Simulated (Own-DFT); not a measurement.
# Response to strain: wurtzite GaN, 72 atoms (Ga36N36)

Everything here is calculated. The program is Own-DFT (plane waves, in-house, since retired, never reviewed by a person); positions were held fixed, and spin and spin-orbit coupling were off.

Common settings: PBE; PseudoDojo norm-conserving scalar-relativistic files; cutoff 42 hartree; 4 x 4 x 3 k mesh centred on Gamma; Fermi-Dirac smearing of 0.1 eV.

Keep in mind: forces not confirmed at this smearing and k mesh; stress not checked against mesh or cutoff.

Unstrained cell vectors in Å: (9.567, 0.000, 0.000); (-4.783, 8.285, 0.000); (0.000, 0.000, 10.370). The unstrained cell has measured lattice constants (interpolated for alloys), not those of this functional. That, the random moves and any unrelaxed bonds set the pressure at no strain. A uniform strain is put on this cell, atoms riding along. Each atom got a random Gaussian move of width 0.05 Å along each axis. Strain is the symmetric tensor, in per cent. Stress is positive in tension, and the pressure is minus a third of its trace.

| run | e_xx (%) | e_yy (%) | e_zz (%) | e_yz (%) | e_xz (%) | e_xy (%) | s_xx (GPa) | s_yy (GPa) | s_zz (GPa) | s_yz (GPa) | s_xz (GPa) | s_xy (GPa) | P (GPa) | E (meV/atom) |
|---|---|---|---|---|---|---|---|---|---|---|---|---|---|---|
| 1 | 1.20 | 1.48 | -0.50 | -1.14 | -1.68 | 1.16 | -2.19 | -0.35 | -7.85 | -2.26 | -3.46 | 2.70 | 3.46 | 0.0 |
| 2 | -1.18 | -0.17 | -1.10 | -1.37 | -1.52 | -0.50 | -13.90 | -8.89 | -16.86 | -3.13 | -4.28 | -2.20 | 13.22 | 34.5 |
| 3 | -1.41 | -0.23 | -0.54 | 1.83 | -0.55 | 0.90 | -13.58 | -10.06 | -14.07 | 3.52 | -1.37 | 3.76 | 12.57 | 32.1 |
| 4 | -0.25 | 0.83 | -0.15 | 0.02 | -0.42 | 1.99 | -6.73 | -5.23 | -8.19 | 0.40 | -0.63 | 4.96 | 6.72 | 6.7 |
| 5 | 0.82 | 0.00 | -0.49 | -0.42 | 0.85 | 1.16 | -5.10 | -7.97 | -7.70 | -0.71 | 2.12 | 4.20 | 6.92 | 2.7 |
| 6 | -1.75 | 0.10 | 0.86 | 1.13 | -0.13 | -0.26 | -12.86 | -7.20 | -7.64 | 1.81 | -0.77 | 0.57 | 9.23 | 11.9 |
| 7 | 1.94 | -1.88 | -1.58 | -0.77 | 1.94 | -1.86 | -2.88 | -15.74 | -14.27 | -1.83 | 3.70 | -5.52 | 10.96 | 30.3 |
| 8 | 1.09 | 0.00 | 1.23 | -1.47 | -1.85 | -1.16 | -4.87 | -4.61 | -1.74 | -2.17 | -3.84 | -4.39 | 3.74 | 18.8 |
| 9 | -0.29 | 0.84 | 1.34 | -0.39 | 1.07 | -0.26 | -6.81 | -4.87 | -1.11 | -0.74 | 2.08 | -2.06 | 4.26 | 1.0 |
| 10 | -0.78 | 0.28 | 1.74 | 1.99 | -1.21 | 1.28 | -12.15 | -5.32 | -0.73 | 4.24 | -2.10 | 2.21 | 6.06 | 19.7 |
| 11 | -1.61 | 0.60 | -0.79 | 1.56 | 2.00 | -0.80 | -14.12 | -7.11 | -15.07 | 3.84 | 4.81 | -2.95 | 12.10 | 39.5 |
| 12 | -1.13 | -0.26 | -1.81 | -1.45 | 0.50 | 1.66 | -15.04 | -9.48 | -18.73 | -3.12 | 0.23 | 5.77 | 14.42 | 22.8 |
| 13 | -1.61 | -0.87 | 0.17 | -0.26 | -1.68 | 0.50 | -14.99 | -13.98 | -10.38 | 0.13 | -2.48 | 1.75 | 13.12 | 44.3 |
| 14 | -1.14 | 0.68 | 1.70 | -1.95 | -1.15 | 0.29 | -11.84 | -3.68 | -1.65 | -4.37 | -2.35 | 2.05 | 5.72 | 15.6 |
| 15 | -0.88 | 0.66 | -0.82 | 1.71 | -1.48 | -1.47 | -9.74 | -5.99 | -12.50 | 2.99 | -2.60 | -3.98 | 9.41 | 11.6 |
| 16 | 1.53 | -0.67 | 0.65 | -0.98 | 0.07 | -1.58 | -2.02 | -7.38 | -5.53 | -1.99 | 0.02 | -5.50 | 4.98 | 9.4 |
| 17 | 1.09 | -1.18 | -0.50 | 0.66 | 1.82 | 0.74 | ? | ? | ? | ? | ? | ? | ? | ? |

E is the free energy for each atom above the lowest run shown.

## Worked fit

Regress every stress component on the fractional strains (shears doubled) of the visible runs, with a constant. Shear strains stay in the fit of a normal stress only where such slopes are resolved. The slopes, in GPa:

```
stress,at no strain,per e_xx,per e_yy,per e_zz,scatter
s_xx,-8.1,387 ± 26,123 ± 42,27 ± 29,1.21
s_yy,-7.4,84 ± 23,424 ± 38,73 ± 26,1.09
s_zz,-8.5,159 ± 22,108 ± 35,465 ± 24,1.02
```

The slope of each shear stress on twice its own strain, from a fit on all six strains: yz 103 ± 6, xz 103 ± 7, xy 151 ± 13 GPa. These are stiffnesses along x, y and z of the frame in which the cell vectors are given, with the crystal's c axis along z: C11, C12, C13 and C33. Hexagonal symmetry asks that xx and yy behave alike, which is a second check on the noise. The atoms are held to the strained lattice; where symmetry lets them move under strain, relaxing them would lower some slopes. Symmetry asks for nearly equal slopes across the diagonal; the mismatch is a measure of noise. A ninth of the table's sum, 205 ± 5 GPa, estimates the bulk modulus near the mean pressure of these runs, 8.6 GPa, so it lies above the value at zero pressure.

## Check

Q: what normal stresses and pressure should run 17 give?

The fit gives s_xx = -5.5, s_yy = -11.9, s_zz = -10.4 and P = 9.3 GPa. The hidden result is -6.27, -10.01, -10.38 and P = 8.89 GPa.
